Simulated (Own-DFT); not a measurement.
# What a defect does to the pressure of its cell: zincblende InP

The numbers are computed, not measured, by runs of the plane-wave DFT program Own-DFT (in-house, retired, unreviewed) at fixed positions, with no spin and no spin-orbit coupling.

Settings: PBE; PseudoDojo norm-conserving scalar-relativistic files; cutoff 36 hartree; 2 x 3 x 3 k mesh centred on Gamma; Fermi-Dirac smearing of 0.1 eV.

Caveats (not all hold for every row): not probed for a lower state with spin; forces on such cells failed a check on a denser k mesh; forces not confirmed at this smearing and k mesh; stress not checked against mesh or cutoff.

All runs share one cell, with vectors in Å (17.606, 0.000, 0.000); (0.000, 11.737, 0.000); (0.000, 0.000, 11.737) and a volume of 2425.5 Å³. Atoms were moved at random from their sites; u is the rms move along one axis. The defect's site can differ from row to row.

| cell | formula | u (Å) | P (GPa) |
|---|---|---|---|
| no defect | In48P48 | 0.0205 | 3.21 |
| no defect | In48P48 | 0.0508 | 3.56 |
| no defect | In48P48 | 0.0529 | 3.65 |
| one In on a P site | In49P47 | 0.0318 | 3.90 |
| one In on a P site | In49P47 | 0.0490 | 4.07 |
| one In on a P site | In49P47 | 0.0526 | 4.23 |
| two P vacancies | In48P46 | 0.0483 | 3.27 |
| two P vacancies | In48P46 | 0.0492 | ? |
| two P vacancies | In48P46 | 0.0496 | 3.31 |
| two P vacancies | In48P46 | 0.0496 | 3.41 |
| two P on an In site each | In46P50 | 0.0293 | 2.99 |
| two P on an In site each | In46P50 | 0.0495 | 3.28 |
| two P on an In site each | In46P50 | 0.0499 | 3.23 |
| one In on a P site and one P on an In site | In48P48 | 0.0321 | 3.57 |
| one In on a P site and one P on an In site | In48P48 | 0.0491 | 3.82 |
| one In on a P site and one P on an In site | In48P48 | 0.0504 | 3.81 |

## Fit

P = P0 + c u² + a shift for each defect gives P0 = 3.14 GPa, c = 171 ± 15 GPa/Å² and a scatter of 0.04 GPa. The shifts, and each times the cell's volume:

- one In on a P site: 0.57 ± 0.03 GPa, 8.7 eV
- one In on a P site and one P on an In site: 0.25 ± 0.03 GPa, 3.8 eV
- two P vacancies: -0.22 ± 0.04 GPa, -3.4 eV (-1.7 eV for each of its 2 sites)
- two P on an In site each: -0.30 ± 0.03 GPa, -4.6 eV (-2.3 eV for each of its 2 sites)

A positive shift means that the defect pushes the cell outwards. Shift times volume (160.2 GPa Å³ is 1 eV) depends little on the cell's size, so, taken for each site, it can be compared between cells at like pressure. The atoms around the defects weren't relaxed, which would change these numbers.

## Check

The question: what pressure belongs in the blank (two P vacancies, u = 0.0492 Å)?

The fit gives 3.33 ± 0.05 GPa. The calculation gave 3.41 GPa.
